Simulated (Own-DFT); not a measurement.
Hf₁₆O₃₁ (monoclinic hafnia with two neutral oxygen vacancies, atoms displaced) (calculated)

All values are calculated (Own-DFT development build). A calculation, not a measurement: plane-wave PBE and HSE06 DFT by an unreviewed code, no spin, of a simulated cell at Gamma alone, so results move with cell size and shape, stress positive in tension, energies less offsets, not probed for a lower state with spin; hafnium file: forces about 75 meV/angstrom off all-electron values; oxygen file: force components 24 meV/angstrom off all-electron in a glass; k mesh not checked against a denser one; forces and stress are PBE's, HSE06 gives the energy alone, and its difference from PBE has offsets of its own; offsets are fitted by least squares, one for each functional and potential file, so energies compare only between cells with the same atoms and settings and are not formation energies; the far tail of each file's local potential was reset to the Coulomb form; each entry is a single point on an unrelaxed cell, so the pressure reflects the starting lattice, mostly measured values, from which strain is counted, and rises with the displacements; printed positions are rounded, which can move forces by about a meV/angstrom; the program is a retired in-house code; no spin-orbit coupling.

Common to all runs: first functional PBE; second functional HSE06; exact exchange share 0.25; screening 0.11 1/bohr; exchange divergence Gygi-Baldereschi; potential files PseudoDojo norm-conserving, scalar-relativistic, made for PBE, standard set; wave cutoff 48 hartree; occupations fixed; k mesh 1 x 1 x 1 centred on Gamma.

(1) Hf₁₆O₃₁ (monoclinic hafnia with two neutral oxygen vacancies, atoms displaced)

```
Hf16O31
1.0
     10.2340     0.0000     0.0000
      0.0000    10.3500     0.0000
     -1.6955     0.0000    10.4453
Hf O Hf O Hf O Hf O Hf O Hf O Hf O Hf O
4 6 4 8 4 8 4 8 4 8 4 8 4 8 4 8
Direct
  0.13465 0.01675 0.10836
  0.37241 0.27525 0.14146
  0.36926 0.48018 0.40177
  0.13564 0.22432 0.35708
  0.46231 0.41397 0.07395
  0.46058 0.33074 0.31550
  0.04465 0.07741 0.42450
  0.22227 0.38509 0.23799
  0.28446 0.12414 0.00371
  0.23251 0.36814 0.49697
  0.14167 0.02251 0.60367
  0.35899 0.27368 0.65167
  0.35836 0.47799 0.89677
  0.13392 0.23713 0.85009
  0.04903 0.17060 0.67810
  0.46418 0.42066 0.57435
  0.46872 0.34340 0.82967
  0.03896 0.08738 0.92552
  0.22044 0.38110 0.74476
  0.27837 0.13166 0.50641
  0.28006 0.11827 0.76323
  0.22743 0.36475 0.99167
  0.14379 0.52800 0.11337
  0.36638 0.76946 0.15791
  0.35941 0.96982 0.40331
  0.14255 0.73566 0.35966
  0.03504 0.65666 0.17428
  0.46029 0.91147 0.07949
  0.46519 0.82984 0.33565
  0.03568 0.58765 0.42303
  0.23044 0.87489 0.24075
  0.27654 0.63180 0.00417
  0.28020 0.61959 0.26213
  0.23180 0.86744 0.49418
  0.14014 0.51576 0.60606
  0.36868 0.77166 0.64587
  0.36830 0.98690 0.90001
  0.13205 0.73946 0.85700
  0.03885 0.66586 0.68082
  0.46647 0.91624 0.57742
  0.46423 0.83541 0.82616
  0.03782 0.58828 0.92202
  0.22974 0.87812 0.73880
  0.27632 0.62178 0.51120
  0.27120 0.62231 0.76401
  0.22089 0.87287 0.98417
  0.63539 0.01331 0.10676
  0.86355 0.27043 0.14962
  0.85754 0.48037 0.39389
  0.64040 0.23690 0.35471
  0.53702 0.17058 0.17011
  0.97049 0.41266 0.07870
  0.96281 0.34333 0.33608
  0.54176 0.08463 0.42859
  0.72841 0.38429 0.24118
  0.77557 0.12641 0.00820
  0.77339 0.12789 0.26064
  0.72258 0.37070 0.49586
  0.63791 0.01984 0.60455
  0.85640 0.26573 0.64473
  0.85125 0.47786 0.89249
  0.64941 0.22624 0.84950
  0.53780 0.16450 0.67214
  0.96549 0.41418 0.56739
  0.97144 0.33984 0.83613
  0.53820 0.08085 0.92459
  0.72088 0.38357 0.73970
  0.77793 0.12694 0.51922
  0.77983 0.11469 0.75837
  0.72558 0.37182 0.99259
  0.64503 0.52073 0.10500
  0.86168 0.76893 0.14488
  0.86819 0.97755 0.38617
  0.62931 0.71219 0.35525
  0.53400 0.65636 0.16943
  0.95840 0.91702 0.07744
  0.96364 0.84071 0.32497
  0.53555 0.59054 0.42507
  0.72532 0.87437 0.23853
  0.78492 0.63043 0.01186
  0.77033 0.62544 0.25925
  0.72772 0.86709 0.49158
  0.63285 0.52100 0.60612
  0.86361 0.77283 0.65020
  0.86083 0.97949 0.90056
  0.64135 0.73914 0.85319
  0.53242 0.67186 0.67744
  0.96392 0.92433 0.57513
  0.95635 0.82581 0.82295
  0.54581 0.57690 0.92804
  0.71470 0.88074 0.73454
  0.78730 0.62690 0.51767
  0.77261 0.62042 0.76597
  0.71664 0.87047 0.98770
```

| Quantity | Value |
| --- | --- |
| PBE energy of cell above offsets | -87.248 eV |
| HSE06 less PBE above offsets | 0.657 eV |
| PBE pressure | 5.36 GPa |
| PBE stress xx | -5.06 GPa |
| PBE stress yy | -5.1 GPa |
| PBE stress zz | -5.92 GPa |
| PBE stress yz | -0.02 GPa |
| PBE stress xz | -0.23 GPa |
| PBE stress xy | 0.83 GPa |

Force:
```csv
element,x (eV/Å),y (eV/Å),z (eV/Å)
Hf,0.964,0.929,-1.287
Hf,-3.078,-1.196,-0.997
Hf,-2.774,-1.167,-1.834
Hf,0.522,1.257,-0.639
O,1.652,1.285,0.267
O,0.815,1.003,2.335
O,-0.671,0.273,-0.779
O,0.459,-1.058,1.225
O,-0.884,0.549,1.981
O,-0.273,0.225,-0.344
Hf,-0.038,-0.571,1.528
Hf,0.614,-0.969,0.285
Hf,-0.076,1.728,0.405
Hf,1.246,-1.123,2.426
O,-1.915,0.189,-1.655
O,0.61,-0.558,0.805
O,0.838,-1.614,-1.16
O,-1.361,-0.955,0.559
O,0.644,-0.4,-0.597
O,0.302,-0.45,0.276
O,0.461,1.081,-1.131
O,0.06,0.699,-0.275
Hf,0.103,-1.948,-2.999
Hf,-0.141,-0.937,-3.123
Hf,1.345,2.576,-0.733
Hf,-1.192,-2.613,-0.33
O,-1.299,2.519,1.239
O,1.16,0.556,0.639
O,0.481,-0.489,-0.354
O,0.092,0.544,-0.206
O,-1.025,0.841,0.323
O,0.172,0.168,1.912
O,0.11,0.915,0.827
O,-0.886,-0.013,-0.5
Hf,-1.078,1.744,-0.016
Hf,-2.285,-0.42,1.714
Hf,-1.797,-1.448,-0.979
Hf,2.017,-2.606,-0.261
O,-0.793,0.021,-1.579
O,0.018,0.105,0.092
O,0.774,-0.248,0.255
O,-1.087,-0.68,0.574
O,-0.513,0.645,-0.578
O,0.489,0.818,-0.12
O,0.906,-0.365,-0.605
O,-0.176,0.827,1.559
Hf,-0.379,1.055,0.116
Hf,1.062,0.873,-0.346
Hf,1.274,1.235,1.262
Hf,-0.925,-1.939,0.054
O,0.969,-1.068,0.134
O,-0.746,-0.519,0.28
O,1.424,-2.481,-1.515
O,-0.732,0.238,-1.267
O,-0.668,-0.673,0.27
O,0.346,0.128,0.305
O,0.27,-0.643,0.333
O,-0.436,0.193,-0.526
Hf,0.443,-0.216,-1.178
Hf,2.187,1.094,-0.155
Hf,2.859,1.232,1.766
Hf,-2.601,0.244,1.122
O,-0.515,1.034,0.699
O,-0.522,-0.948,1.493
O,-1.743,-0.142,-1.463
O,1.2,0.851,-0.208
O,0.344,-1.28,-0.062
O,0.613,0.647,-0.9
O,0.23,0.946,0.546
O,-0.028,-0.823,-0.531
Hf,-0.669,0.03,-1.607
Hf,-0.127,-0.902,0.298
Hf,-2.304,0.902,2.147
Hf,4.183,5.305,-0.792
O,-0.85,0.896,1.229
O,0.648,0.274,0.299
O,2.148,-1.872,-0.565
O,-2.054,-3.233,1.71
O,-0.138,0.699,-0.491
O,-0.313,0.016,0.281
O,0.652,-0.426,0.211
O,-0.101,-0.076,-0.732
Hf,1.492,1.117,1.319
Hf,0.465,-0.536,-2.033
Hf,0.87,0.262,-0.698
Hf,-1.66,-2.05,0.303
O,1.443,-1.59,-0.895
O,0.252,-0.475,0.369
O,-1.115,2.205,1.621
O,-0.036,0.942,-0.784
O,0.715,-0.582,1.243
O,-1.552,-0.642,-0.491
O,-0.167,0.375,-0.957
O,0.783,0.657,0.647
```

(2) Hf₁₆O₃₁ (monoclinic hafnia with two neutral oxygen vacancies, atoms displaced)

```
Hf16O31
1.0
     10.2340     0.0000     0.0000
      0.0000    10.3500     0.0000
     -1.6955     0.0000    10.4453
Hf O Hf O Hf O Hf O Hf O Hf O Hf O Hf O
4 8 4 8 4 8 4 8 4 6 4 8 4 8 4 8
Direct
  0.14225 0.02459 0.10386
  0.36921 0.26933 0.14678
  0.36944 0.47493 0.39986
  0.13838 0.23238 0.35788
  0.03313 0.16424 0.16928
  0.46373 0.41683 0.07486
  0.46286 0.33154 0.33233
  0.03961 0.07750 0.43100
  0.22673 0.38079 0.24194
  0.27698 0.12724 0.00502
  0.26905 0.11838 0.25718
  0.22552 0.37283 0.49190
  0.13848 0.01718 0.60435
  0.35953 0.27614 0.64768
  0.36057 0.47916 0.89662
  0.13918 0.22372 0.85527
  0.03752 0.16300 0.67588
  0.46777 0.41778 0.57496
  0.45895 0.33216 0.81994
  0.04501 0.07727 0.91917
  0.23535 0.38088 0.74119
  0.27618 0.12103 0.50641
  0.27054 0.12532 0.75984
  0.22752 0.37282 0.99384
  0.12969 0.51399 0.10260
  0.36345 0.76974 0.14721
  0.36179 0.98086 0.39602
  0.14061 0.73189 0.35473
  0.03463 0.66203 0.17037
  0.46350 0.91808 0.08446
  0.46174 0.83663 0.32514
  0.03526 0.58869 0.42971
  0.21812 0.88253 0.23616
  0.26480 0.63127 0.01136
  0.27744 0.62181 0.25110
  0.22651 0.87487 0.49537
  0.14158 0.52685 0.59848
  0.36382 0.76870 0.65173
  0.36739 0.97345 0.89920
  0.14026 0.73019 0.85277
  0.03392 0.66492 0.67896
  0.45788 0.91556 0.57804
  0.46761 0.83136 0.83166
  0.03779 0.57563 0.92443
  0.22177 0.87348 0.74305
  0.27620 0.63790 0.50336
  0.27910 0.61528 0.76110
  0.22651 0.87225 0.98989
  0.64396 0.02215 0.10795
  0.86116 0.28047 0.14729
  0.86072 0.48509 0.38595
  0.64145 0.22636 0.35637
  0.52990 0.17694 0.17579
  0.96523 0.41793 0.06930
  0.97291 0.33476 0.33064
  0.53868 0.08571 0.42289
  0.77901 0.13050 0.00755
  0.77595 0.11651 0.26031
  0.63627 0.02002 0.60971
  0.85866 0.27092 0.65242
  0.86477 0.48264 0.89042
  0.64649 0.23193 0.85923
  0.54703 0.16457 0.67718
  0.96714 0.41879 0.57837
  0.96182 0.33017 0.83206
  0.54439 0.08599 0.92608
  0.72632 0.38613 0.74013
  0.77772 0.12642 0.51768
  0.77779 0.13368 0.75847
  0.71733 0.37877 0.99039
  0.64881 0.52093 0.10147
  0.86384 0.77233 0.15569
  0.85918 0.99000 0.39270
  0.64077 0.73705 0.35988
  0.53426 0.66567 0.17398
  0.95683 0.91866 0.07002
  0.96396 0.83849 0.33048
  0.53808 0.58417 0.42972
  0.73093 0.88562 0.24812
  0.78071 0.62900 0.02128
  0.78195 0.62694 0.26407
  0.72462 0.87694 0.48056
  0.64778 0.51561 0.61160
  0.85567 0.77099 0.65328
  0.85399 0.97246 0.90085
  0.64187 0.72588 0.85349
  0.53961 0.67457 0.67736
  0.96179 0.91075 0.57764
  0.97306 0.83925 0.82181
  0.53027 0.58099 0.91169
  0.72359 0.88214 0.73564
  0.78497 0.62126 0.50495
  0.78717 0.61882 0.76757
  0.71772 0.87092 0.98341
```

| Item | Value |
| --- | --- |
| PBE energy of cell above offsets | -88.226 eV |
| HSE06 less PBE above offsets | 0.702 eV |
| PBE pressure | 4.64 GPa |
| PBE stress xx | -3.83 GPa |
| PBE stress yy | -4.84 GPa |
| PBE stress zz | -5.24 GPa |
| PBE stress yz | 0.39 GPa |
| PBE stress xz | 0.11 GPa |
| PBE stress xy | 0.7 GPa |

Force:
```csv
element,x (eV/Å),y (eV/Å),z (eV/Å)
Hf,-0.543,-0.401,-0.752
Hf,-3.179,1.778,-0.741
Hf,-0.703,1.795,-1.379
Hf,0.885,-1.271,-0.663
O,-0.934,0.896,0.663
O,1.336,0.322,0.501
O,1.409,-0.741,-0.086
O,-0.354,1.215,-1.427
O,-0.335,-0.679,0.405
O,0.673,0.334,1.045
O,0.863,0.614,0.356
O,0.098,-0.15,-0.02
Hf,-0.601,-0.12,0.712
Hf,0.439,-1.497,-0.031
Hf,-0.596,-0.572,0.383
Hf,-0.045,0.63,-0.051
O,-0.968,0.735,-0.356
O,0.619,-0.19,0.993
O,1.823,-0.252,1.136
O,-1.567,-0.361,0.245
O,-1.543,0.256,-0.555
O,0.297,1.551,0.67
O,1.427,-1.191,-0.132
O,-0.467,-0.734,-0.585
Hf,3.242,1.239,0.664
Hf,-1.188,-1.078,-0.236
Hf,-0.755,-0.003,-0.085
Hf,0.244,0.075,-0.6
O,-1.132,1.131,0.913
O,1.518,1.23,-0.521
O,0.762,-0.328,0.621
O,0.205,0.382,-1.202
O,0.215,-0.688,0.709
O,1.032,-0.008,-0.572
O,-0.321,-0.031,1.612
O,-0.254,-0.798,-0.894
Hf,-1.417,-0.65,1.311
Hf,-0.644,0.3,-0.849
Hf,-0.916,1.367,-0.044
Hf,-0.184,-0.655,0.613
O,0.041,-0.242,-0.402
O,1.455,0.58,0.327
O,0.375,-0.028,0.091
O,-0.461,0.803,-1.198
O,0.89,0.331,-0.071
O,0.262,-0.624,0.748
O,-0.088,1.142,-0.624
O,0.269,0.018,-0.047
Hf,-1.535,-0.017,-0.803
Hf,1.699,-1.014,-0.494
Hf,0.902,-0.825,2.204
Hf,-0.969,0.543,0.686
O,3.62,-2.484,-0.03
O,-2.193,-1.716,1.033
O,-1.553,0.506,-0.878
O,-0.261,-0.372,0.104
O,0.011,0.452,0.958
O,-0.56,2.329,-0.928
Hf,-0.193,0.586,-1.302
Hf,2.78,-0.07,-1.277
Hf,1.212,-1.024,1.567
Hf,-1.739,-0.343,-0.997
O,-1.624,0.921,-0.087
O,-0.704,-0.536,-0.072
O,-0.008,0.102,-0.15
O,-0.726,-0.45,0.205
O,-0.33,-0.88,0.281
O,-0.171,0.906,-0.95
O,-0.014,-1.723,1.4
O,0.732,-0.808,0.198
Hf,-2.719,0.817,0.866
Hf,1.329,0.13,-0.598
Hf,1.564,-2.091,2.562
Hf,-1.184,-1.554,-0.737
O,1.136,-0.219,-0.097
O,0.225,-0.515,1.039
O,0.698,-0.506,-0.424
O,0.617,0.596,-0.182
O,-0.838,-0.47,-1.688
O,-0.09,0.233,-1.371
O,-0.895,-0.286,-0.559
O,-0.666,-0.495,1.399
Hf,-1.477,1.606,-2.444
Hf,3.307,0.275,-2.112
Hf,2.834,1.692,-1.197
Hf,-1.611,-0.362,0.81
O,1.297,-1.152,-0.766
O,-0.055,0.116,0.136
O,-1.748,0.206,0.681
O,1.69,0.626,0.837
O,-0.228,-0.469,1.107
O,-1.238,0.81,1.442
O,-1.127,1.459,-1.074
O,-0.377,0.04,1.11
```
